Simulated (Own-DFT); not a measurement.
# Hybrid less PBE against volume: corundum Al2O3, 78 atoms (Al32O46), with two O vacancies

Calculated, not measured. Each geometry was run twice at fixed positions with Own-DFT, a retired in-house plane-wave program that no person has reviewed: with PBE, and with HSE06 (exact exchange share 0.25 at short range, screening 0.11 per bohr, Gygi-Baldereschi treatment of its divergence). Both used PseudoDojo norm-conserving files made for PBE, a cutoff of 48 hartree, the Gamma point alone, fixed occupations, a neutral cell and no spin. One k point on a cell 7.9 Å thick isn't converged, and results move with the size of the cell. The oxygen file's force components were 24 meV/Å off all-electron values in a glass.

Unstrained cell vectors in Å: (5.494, 0.000, 8.660); (-2.747, 4.758, 8.660); (-2.747, -4.758, 8.660), volume V0 = 679.1 Å³, from measured lattice constants. Each geometry has its own random strain of a few per cent, its own defect sites and random moves of rms u per axis. HSE06 gave the energy alone. D is its energy less that of PBE, over the lowest D shown. The PBE stress wasn't checked against mesh or cutoff.

```
run,V - V0 (Å³),u (Å),P with PBE (GPa),D (eV)
1,1.1,0.0446,8.90,1.066
2,24.3,0.0299,-1.06,1.835
3,-13.1,0.0302,12.24,0.299
4,-16.8,0.0305,13.89,0.238
5,-13.3,0.0294,12.68,0.309
6,13.9,0.0492,3.76,1.568
7,-18.9,0.0287,14.36,0.171
8,13.9,0.0318,2.26,1.464
9,4.6,0.0480,7.70,1.159
10,10.4,0.0286,3.48,1.258
11,-19.7,0.0483,16.62,0.251
12,-20.9,0.0299,15.64,0.000
13,-13.2,0.0498,14.99,?
```

## Working it out

D = 0.78 + 0.0397 (V - V0) + 104 u² eV, with an error of 0.0008 on the volume slope, 18 on the last term and a scatter of 0.04 eV. Pressure is -dE/dV, and 1 eV/Å³ is 160.2 GPa, so HSE06 changes the pressure by -6.4 ± 0.1 GPa. With the ions held to the strained lattice, the PBE pressure falls by 253 ± 4 GPa per unit of volume strain; the shape of the strain isn't fitted, so the true error is larger, and a relaxed crystal would be softer. On that slope HSE06's volume at a given pressure is about 2.5 % smaller, or 0.8 % in lengths. At u = 0 and V0 the PBE pressure is 6.5 GPa, which puts the zero-pressure volume, against the measured cell and with the defects in, at +2.6 % for PBE and +0.1 % for HSE06, each good to a few tenths of a per cent.

## The run left out

Asked: what D should run 13 give?

Estimate: 0.51 eV, with rows scattering by 0.04. The hidden result is 0.510 eV.
